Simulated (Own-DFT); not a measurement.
SiC (3C silicon carbide, strained, atoms displaced) (calculated)

All values are calculated (Own-DFT development build). A calculation, not a measurement: plane-wave PBE density functional theory by an unreviewed code, no spin, of a simulated periodic cell, stress positive in tension, free energy of the whole cell less one offset for each atom, forces on such cells passed a denser k mesh, this cell's mesh not checked; offsets are fitted by least squares, one for each functional and potential file, so energies compare only between cells with the same atoms and settings and are not formation energies; the far tail of each file's local potential was reset to the Coulomb form; each entry is a single point on an unrelaxed cell, so the pressure reflects the starting lattice, mostly measured values (interpolated for alloys), from which strain is counted, and rises with the displacements; printed positions are rounded, which can move forces by about a meV/angstrom; the program, named Own-DFT, is a retired in-house code; no spin-orbit coupling.

Settings shared by all entries: functional PBE; potential files PseudoDojo norm-conserving, scalar-relativistic, standard set; wave cutoff 42 hartree; occupations Fermi-Dirac; smearing width 0.1 eV; hardware one NVIDIA H100; k mesh 4 x 4 x 4 centred on Gamma.

(1) 
```xyz
64
Lattice="8.5574 0.1010 -0.0999 0.1010 8.7992 -0.1250 -0.0999 -0.1250 8.7662" Properties=species:S:1:pos:R:3:force_x:R:1:force_y:R:1:force_z:R:1 formula=SiC free_energy_of_cell_above_offsets=-3.505 pressure=7.24 stress_xx=-11.5 stress_yy=-4.68 stress_zz=-5.54 stress_yz=-8.79 stress_xz=-5.77 stress_xy=7.37 wall_time=356.8
Si    -0.0495    -0.0736     8.7625     -2.009     -0.621      0.649
Si     0.0886     2.1884     2.1852     -2.982     -0.466     -0.752
Si     2.1329     0.0249     2.1145     -0.309      -1.26     -0.591
Si     2.2010     2.2276    -0.0398       -0.9      0.244      0.259
C      1.0603     1.1335     1.0920      1.031     -0.506     -1.148
C      1.0095     3.2644     3.2575      2.667      0.272     -0.392
C      3.0960     1.1004     3.1653      1.358      0.367       2.29
C      3.2262     3.2810     1.0594      0.202      1.575     -1.134
Si     0.0644     8.7268     4.1455      0.008     -0.099      2.615
Si    -0.0442     2.0313     6.6486     -0.212      2.596       -1.3
Si     2.1439     8.6972     6.3563      0.405      0.862      3.078
Si     2.0354     2.2501     4.4839     -0.327       -2.4     -2.747
C      1.0276     1.0386     5.5529     -0.901     -0.434     -2.293
C      1.0555     3.2153     7.6653       0.13     -0.041     -1.089
C      3.1456     1.0741     7.6533     -0.085     -1.369     -0.911
C      3.0748     3.2617     5.4756      3.032      1.026     -0.789
Si     8.4764     4.3157     8.5752      0.184      2.043      1.175
Si     8.5915     6.7966     1.9474      0.648     -3.435       1.06
Si     2.1936     4.3971     2.1257     -1.507     -0.037      -0.49
Si     2.1350     6.4797     8.6030     -2.437      0.772      2.224
C      1.0915     5.5485     1.0590      0.941     -1.285     -1.256
C      1.1722     7.6720     3.0742      0.243       0.36      1.635
C      3.2743     5.4320     3.1770     -0.738      2.543     -0.196
C      3.3018     7.6857     0.8298      0.656      1.422      2.116
Si     0.0354     4.3624     4.2264     -2.175     -0.232      2.176
Si     0.0673     6.4891     6.4772     -2.435      0.261     -0.248
Si     2.1842     4.3861     6.5268     -2.291     -0.702      0.719
Si     2.2147     6.5771     4.3081     -0.832      -0.54     -1.348
C      1.0690     5.4027     5.3390      1.291      1.303      0.932
C      1.0174     7.5906     7.5771      2.095      0.431     -1.382
C      3.1999     5.4367     7.6823      0.525      0.064      -3.61
C      3.2618     7.7151     5.3590     -0.271     -2.083     -0.833
Si     4.3233     0.0863    -0.0493     -0.462     -0.277     -0.066
Si     4.2294     2.1834     2.0834      0.296       0.74      1.939
Si     6.3221     0.0650     2.1137      2.373     -0.466      0.212
Si     6.4248     2.3079    -0.0793     -0.504     -1.091     -0.479
C      5.3913     1.2172     1.0797     -0.761     -0.924      -1.72
C      5.2669     3.3414     3.1883      1.618     -0.905     -0.542
C      7.4777     1.1485     3.2177       0.15      0.252     -1.944
C      7.5035     3.3141     0.8673      0.941      2.032      3.093
Si     4.3070     8.6704     4.1311     -0.889      3.745      1.881
Si     4.1847     2.1205     6.4597      0.571      0.253       0.95
Si     6.3800    -0.0135     6.5811     -1.828      0.312     -1.552
Si     6.4244     2.2247     4.2389      -1.54      0.235      1.807
C      5.1992     1.0145     5.4149      1.561      0.463     -0.818
C      5.3567     3.1955     7.5332      -1.94      2.172     -0.048
C      7.3885     1.1585     7.5805      0.543     -2.113      0.824
C      7.4836     3.3162     5.3863      0.539     -0.027      -0.86
Si     4.3311     4.5117    -0.0828      1.157     -2.812      1.073
Si     4.3556     6.6092     2.0324     -1.174       1.53      1.227
Si     6.4195     4.4961     2.0832     -0.196     -2.755     -0.912
Si     6.3558     6.4922     8.5448     -0.143      1.852      2.148
C      5.3958     5.5800     1.0567      0.626     -0.786     -3.062
C      5.4538     7.8007     3.1551     -0.065     -2.921     -1.936
C      7.4885     5.4971     3.0655      1.453      2.603      1.462
C      7.5558     7.6951     0.8864     -1.756      3.443      -1.13
Si     4.2554     4.4124     4.2485      0.762     -0.825      2.034
Si     4.2613     6.5604     6.4732      0.711      0.334     -0.329
Si     6.3802     4.4098     6.4178      0.811     -0.263      0.625
Si     6.5227     6.6391     4.2442     -2.626      -1.99     -1.961
C      5.3623     5.5449     5.3407     -1.003     -0.839     -0.307
C      5.3645     7.6679     7.4801     -0.167      0.052      1.001
C      7.4808     5.6096     7.5398        0.8       -3.7     -1.816
C      7.3594     7.6476     5.3301      5.133      2.041      0.785
```

Units: free_energy_of_cell_above_offsets in eV; pressure, stress_xx, stress_yy, stress_zz, stress_yz, stress_xz, stress_xy in GPa; wall_time in s; force_x, force_y, force_z in eV/Å.

(2) 
```xyz
64
Lattice="8.8907 0.1560 0.1176 0.1560 8.6684 -0.0039 0.1176 -0.0039 8.7193" Properties=species:S:1:pos:R:3:force_x:R:1:force_y:R:1:force_z:R:1 formula=SiC free_energy_of_cell_above_offsets=-4.206 pressure=3.06 stress_xx=1 stress_yy=-5.67 stress_zz=-4.53 stress_yz=-1.74 stress_xz=7.78 stress_xy=10.5 wall_time=361.6
Si     8.9752     0.1962     8.7928      0.087     -0.885        1.6
Si     0.0880     2.1497     2.1638     -0.355      0.082      0.904
Si     2.3500     8.6581     2.1921      0.623      1.064      0.755
Si     2.4695     2.2208     8.7476     -3.001     -0.697     -0.445
C      1.1220     1.0320     1.1121      0.566      0.786     -0.931
C      1.3346     3.2637     3.2684      -3.07      0.479     -0.279
C      3.3506     1.1646     3.2888       0.93     -0.861      0.086
C      3.3141     3.3444     1.0278      2.279      -0.06        2.3
Si     0.2966     8.5977     4.3693     -2.213      3.362     -0.027
Si     0.2182     2.1188     6.5923      -1.28      1.954     -0.636
Si     2.3224     0.0824     6.5593     -0.585      -0.86     -0.001
Si     2.2906     2.2826     4.3578      1.397     -2.518      1.977
C      1.1566     1.0738     5.4656      1.761      0.487     -0.764
C      1.2554     3.2936     7.6509      2.156     -1.687     -0.861
C      3.4674     1.1314     7.6644      0.325     -0.331       0.04
C      3.4271     3.3114     5.5880      3.271      -2.93     -3.582
Si     9.0708     4.4518     8.7659     -0.495      0.258      2.843
Si     0.1616     6.5007     2.1748      -1.34     -0.162      0.913
Si     2.3039     4.3977     2.2374     -0.161      0.365     -2.088
Si     2.4909     6.5614     8.6936     -2.073     -0.623      1.372
C      1.1593     5.4263     1.1384      1.252     -0.204     -1.768
C      1.2731     7.6184     3.3239      0.954     -1.653     -2.189
C      3.4128     5.5188     3.1629      1.126     -0.247      2.105
C      3.4498     7.6391     1.1010      0.395     -0.071      0.207
Si     0.1603     4.2524     4.4284      0.487      1.493       -1.3
Si     9.0832     6.7176     6.7091      0.212      -2.17     -1.097
Si     2.4632     4.2850     6.5405     -3.432      3.837      3.036
Si     2.3299     6.5020     4.3741       1.39       0.48      0.338
C      1.2890     5.4367     5.4522     -0.172     -0.701      0.782
C      1.2663     7.6029     7.6293      2.278      0.495      0.263
C      3.5649     5.4495     7.7467     -0.175     -0.362      -1.53
C      3.4944     7.6091     5.5150      1.039     -0.088     -0.532
Si     4.5460     8.7259     0.0859      0.543      0.701     -0.501
Si     4.4838     2.2719     2.2095     -0.694      0.194      0.684
Si     6.5836     0.1198     2.2031      2.598     -0.358      2.157
Si     6.6908     2.2200     0.1467      0.839      1.401     -0.612
C      5.5425     1.1485     1.1946     -0.917      0.586     -1.739
C      5.6510     3.3495     3.3430     -0.807     -0.095     -0.287
C      7.7964     1.2642     3.3787      1.093     -1.944     -0.448
C      7.8450     3.3000     1.2346     -0.617      1.729     -0.839
Si     4.7300     8.6986     4.3844     -3.664      2.254      2.195
Si     4.6857     2.1350     6.6344     -4.058      4.567      2.874
Si     6.8106     0.1289     6.4973      -0.88      0.756      2.749
Si     6.7780     2.3020     4.4531     -0.218      0.658      0.405
C      5.5792     1.2554     5.5733      4.201     -4.031     -4.466
C      5.7651     3.3656     7.7022     -0.329     -1.369      0.034
C      7.9751     1.2856     7.7208     -2.147     -1.479     -0.072
C      7.9619     3.3895     5.5678     -0.555     -1.733      0.081
Si     4.6446     4.3697     8.7753       0.51      0.764      0.648
Si     4.6106     6.6624     2.2140     -0.617     -1.678      0.093
Si     6.6880     4.5408     2.2928      3.417     -3.617      1.359
Si     6.8011     6.6509     0.1328     -0.137      -1.63     -1.449
C      5.7441     5.4833     1.2209     -2.929      2.333     -2.471
C      5.7087     7.6930     3.3688      1.756     -1.089     -1.892
C      7.9353     5.4428     3.3902      0.001      1.744     -0.003
C      7.8764     7.6687     1.1923      0.863      1.673      0.233
Si     4.4999     4.3775     4.3698      0.341       1.33      0.684
Si     4.6358     6.5363     6.6846      0.136      1.162     -1.362
Si     6.8510     4.4303     6.5819     -0.295      1.036      0.354
Si     6.8578     6.6062     4.4257      0.615      -0.14      0.198
C      5.6846     5.5892     5.4560      0.256     -1.729      0.979
C      5.7805     7.7083     7.7388      0.941     -0.595     -0.949
C      8.0217     5.4659     7.6941     -1.625      2.289     -0.128
C      8.0827     7.7641     5.5154     -1.797     -1.724      0.002
```

Units: free_energy_of_cell_above_offsets in eV; pressure, stress_xx, stress_yy, stress_zz, stress_yz, stress_xz, stress_xy in GPa; wall_time in s; force_x, force_y, force_z in eV/Å.

(3) 
```xyz
64
Lattice="8.6055 -0.0967 -0.1605 -0.0967 8.7778 -0.1120 -0.1605 -0.1120 8.6227" Properties=species:S:1:pos:R:3:force_x:R:1:force_y:R:1:force_z:R:1 formula=SiC free_energy_of_cell_above_offsets=-3.347 pressure=10.02 stress_xx=-12.06 stress_yy=-6.74 stress_zz=-11.26 stress_yz=-6.23 stress_xz=-12.29 stress_xy=-7.31 wall_time=335.2
Si    -0.0762     8.7137    -0.0915     -0.252      1.238     -1.195
Si    -0.0443     2.2567     2.1490     -0.145     -2.531     -0.645
Si     2.1130     0.0331     2.1683     -1.431     -2.796     -2.207
Si     1.9614     2.0390     8.5069     -0.064     -0.173      0.028
C      1.0596     1.0333     1.0508      0.119      1.291      0.142
C      1.0170     3.3406     3.1549     -1.723     -1.094      1.669
C      3.1380     1.0134     3.1323      1.245      1.555      1.745
C      3.2209     3.2396     0.8213     -0.312     -0.524      3.895
Si    -0.0352    -0.0547     4.3247     -2.319     -1.713     -1.653
Si     8.4156     2.0584     6.2927      1.371     -0.924      0.939
Si     1.8890     8.5810     6.3313      0.768      2.785     -0.024
Si     1.9511     2.1313     4.2395      2.263       0.18      0.767
C      0.9661     0.9558     5.3169      0.512      2.045      2.027
C      0.9535     3.2140     7.5113     -1.315        0.1      -0.73
C      3.1632     0.9506     7.4955     -3.046      0.927     -2.005
C      3.1531     3.1358     5.3701     -1.981      2.217     -2.269
Si     8.5071     4.3462    -0.1834      1.037     -2.104     -1.392
Si    -0.0674     6.5554     1.9985     -0.916     -0.531     -0.076
Si     2.0363     4.3375     2.0886      0.816     -0.898     -3.335
Si     1.9490     6.5495     8.4771     -1.586     -2.933      -0.93
C      1.0584     5.4137     0.9279     -0.254      2.343      1.474
C      0.9125     7.6011     3.0790       1.52      0.923      0.604
C      3.1452     5.3570     2.9959      0.622      2.457       1.68
C      3.1525     7.6484     0.8420     -0.589      0.816      3.112
Si     8.3144     4.2935     4.1068      3.589     -0.463      0.681
Si     8.4038     6.4692     6.1559     -0.641     -3.439      0.032
Si     2.0531     4.3752     6.4182     -1.893      -3.28     -1.246
Si     2.0696     6.4893     4.1186     -1.862     -0.407      0.901
C      0.9302     5.3626     5.3072      0.049      1.496     -0.846
C      0.8184     7.5335     7.3472      0.982      1.421      2.621
C      2.9819     5.3889     7.4662       2.96      1.439      0.315
C      3.0069     7.6396     5.2796      1.304     -2.151     -2.023
Si     4.1725    -0.0068    -0.0748      4.256     -1.439       0.08
Si     4.2751     2.0681     2.0294     -0.941      0.682     -0.403
Si     6.2877     8.6254     1.8801      1.928      0.085      1.215
Si     6.3550     2.0856    -0.1001      1.972     -0.273     -0.935
C      5.4033     0.9434     1.0204     -2.234      1.423     -1.214
C      5.2360     3.1541     3.1578      1.571      1.014     -1.301
C      7.4740     0.9536     3.0854      0.152      0.635      0.006
C      7.5152     3.1591     0.8973     -1.249      1.426      0.455
Si     4.0848     8.6031     4.0809      0.142      1.763      0.315
Si     4.1803     2.0507     6.3354      0.294     -0.849      0.479
Si     6.1371     8.5664     6.2063      2.159      1.097      0.442
Si     6.3467     2.0504     4.1833      0.424      0.262       0.02
C      5.2516     0.9715     5.2086        0.1     -0.811      0.916
C      5.2184     3.1209     7.4005      0.051      0.149      0.593
C      7.4335     0.8725     7.4431     -1.748      0.622     -1.272
C      7.4083     3.2505     5.3125     -0.951       -2.1     -2.088
Si     4.3074     4.3565    -0.0807      -2.23      -1.59      -3.58
Si     4.1772     6.5345     1.9611      0.292     -1.538     -1.904
Si     6.4087     4.3204     2.0192     -1.077     -1.826     -1.104
Si     6.4237     6.4914    -0.1929     -2.108     -0.207     -1.844
C      5.3600     5.3294     0.8177      1.291      3.287      3.577
C      5.2269     7.5547     2.9972      -0.11      0.103      0.974
C      7.4103     5.4136     3.0431       -0.6      0.826     -0.741
C      7.3940     7.6023     0.7463      1.349     -0.342      2.843
Si     4.1876     4.3402     4.0971     -0.114     -2.279      2.246
Si     4.1214     6.4444     6.2543     -0.711     -0.092      1.691
Si     6.2770     4.2334     6.3339      0.018     -0.014      1.045
Si     6.2399     6.4531     4.1348      0.487     -0.758     -1.091
C      5.2637     5.3252     5.2737     -1.345      0.959     -1.567
C      5.1389     7.5313     7.3358     -0.491     -0.369      0.858
C      7.3288     5.3320     7.3864      0.422      0.345     -1.355
C      7.3256     7.4570     5.1034      0.175      2.541      0.587
```

Units: free_energy_of_cell_above_offsets in eV; pressure, stress_xx, stress_yy, stress_zz, stress_yz, stress_xz, stress_xy in GPa; wall_time in s; force_x, force_y, force_z in eV/Å.
